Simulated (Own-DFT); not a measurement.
# Shaking the atoms of monoclinic HfO2, 96 atoms (Hf32O64)

These are calculations, not measurements. The program, named Own-DFT, is a retired in-house plane-wave density functional code that no person has reviewed. Each row is one single-point run on a periodic cell that was not relaxed, without spin or spin-orbit coupling.

Settings of every run: PBEsol; PseudoDojo norm-conserving scalar-relativistic files, made for PBE; cutoff 72 hartree; 2 x 2 x 2 k mesh centred on Gamma; Fermi-Dirac smearing of 0.1 eV.

Known limits: hafnium file: forces about 75 meV/angstrom off all-electron values; oxygen file: force components 24 meV/angstrom off all-electron in a glass; forces on such cells passed a denser k mesh, each cell not checked; stress not checked against mesh or cutoff.

Cell vectors in Å: (10.234, 0.000, 0.000); (0.000, 10.350, 0.000); (-1.696, 0.000, 10.445). In each run every atom was moved at random and independently from its ideal site; u is the rms move along one axis. E is the free energy for each atom above the fitted value at u = 0, and F the rms of the force components.

| run | u (Å) | E (meV/atom) | F (eV/Å) | largest force (eV/Å) | P (GPa) |
|---|---|---|---|---|---|
| 1 | 0.0210 | 10.5 | 0.441 | 2.06 | -2.39 |
| 2 | 0.0218 | 12.0 | 0.467 | 1.84 | -2.43 |
| 3 | 0.0493 | 58.8 | 1.034 | 5.25 | -1.02 |
| 4 | 0.0508 | 57.8 | 1.004 | 5.40 | -1.40 |
| 5 | 0.0534 | 68.9 | 1.182 | 5.72 | 0.07 |
| 6 | 0.0790 | 166.7 | 1.947 | 9.10 | 3.88 |
| 7 | 0.0792 | ? | ? | ? | ? |
| 8 | 0.0829 | 156.7 | 1.705 | 7.09 | 2.57 |
| 9 | 0.1213 | 374.8 | 3.162 | 13.95 | 10.13 |

## Worked fit

For small independent moves the energy grows as E = (3/2) K u², with K the mean stiffness felt by one atom. The runs with u up to 0.11 Å give K = 16.1 ± 0.6 eV/Å², with residuals divided by u² + 0.0006 Å², since the noise grows with the moves. The scatter is 4.2 meV/atom at u = 0.05 Å. The forces follow F = G u with G = 21.6 eV/Å²; no force at u = 0 is resolved. G exceeds K because the moves of its neighbours add to the force on an atom, and stiffness differs between atoms. The pressure follows P = -3.00 + 928 u² GPa: at fixed volume, shortened bonds push harder than stretched ones pull.

## Withheld run

Question: what energy and rms force should run 7 give?

The fit gives 152 ± 11 meV/atom and about 1.71 eV/Å. The calculation gave 174.5 meV/atom and 2.042 eV/Å.
